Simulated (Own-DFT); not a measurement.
# Point defects and the pressure they add: C40 NbSi2

Source: density functional calculations with Own-DFT, an unreviewed in-house program that is no longer used. Nothing was measured or relaxed, and spin and spin-orbit coupling are left out.

Settings: PBE; PseudoDojo norm-conserving scalar-relativistic files; cutoff 42 hartree; 4 x 4 x 5 k mesh centred on Gamma; cold (Marzari-Vanderbilt) smearing of 0.2 eV.

Caveats: forces on such cells failed a check on a denser k mesh; stress not checked against mesh or cutoff.

All runs share one cell, with vectors in Å (0.000, 8.324, 0.000); (-9.613, 0.000, 0.000); (0.000, 0.000, 6.586) and a volume of 527.0 Å³. u is the rms random offset of the atoms per axis. The defect's site can differ from row to row.

| cell | formula | u (Å) | P (GPa) |
|---|---|---|---|
| no defect | Nb12Si24 | 0.0191 | 1.51 |
| no defect | Nb12Si24 | 0.0449 | 2.20 |
| no defect | Nb12Si24 | 0.0558 | 3.00 |
| one Si vacancy | Nb12Si23 | 0.0279 | 0.88 |
| one Si vacancy | Nb12Si23 | 0.0329 | 1.25 |
| one Si vacancy | Nb12Si23 | 0.0521 | 1.64 |
| one Si vacancy | Nb12Si23 | 0.0527 | ? |
| two Nb on a Si site each | Nb14Si22 | 0.0279 | 7.55 |
| two Nb on a Si site each | Nb14Si22 | 0.0325 | 7.65 |
| two Nb on a Si site each | Nb14Si22 | 0.0508 | 8.42 |
| two Si on a Nb site each | Nb10Si26 | 0.0306 | 1.68 |
| two Si on a Nb site each | Nb10Si26 | 0.0306 | 1.47 |
| two Si on a Nb site each | Nb10Si26 | 0.0540 | 2.95 |

## What the rows give

P = P0 + c u² + a shift for each defect gives P0 = 1.28 GPa, c = 526 ± 57 GPa/Å² and a scatter of 0.18 GPa. The shifts, and each times the cell's volume:

- two Nb on a Si site each: 5.82 ± 0.15 GPa, 19.2 eV (9.6 eV for each of its 2 sites)
- two Si on a Nb site each: -0.08 ± 0.15 GPa, -0.3 eV (-0.1 eV for each of its 2 sites) (not resolved)
- one Si vacancy: -0.82 ± 0.15 GPa, -2.7 eV

Positive is outwards. The product with the volume (160.2 GPa Å³ to the eV) is nearly free of the cell's size; divided by the bulk modulus at the cell's pressure it gives the volume that the defect adds. The atoms around the defects weren't relaxed, which would change these numbers.

## Withheld run

Asked: what pressure belongs in the blank (one Si vacancy, u = 0.0527 Å)?

The fit gives 1.92 ± 0.22 GPa. The run itself gave 2.18 GPa.
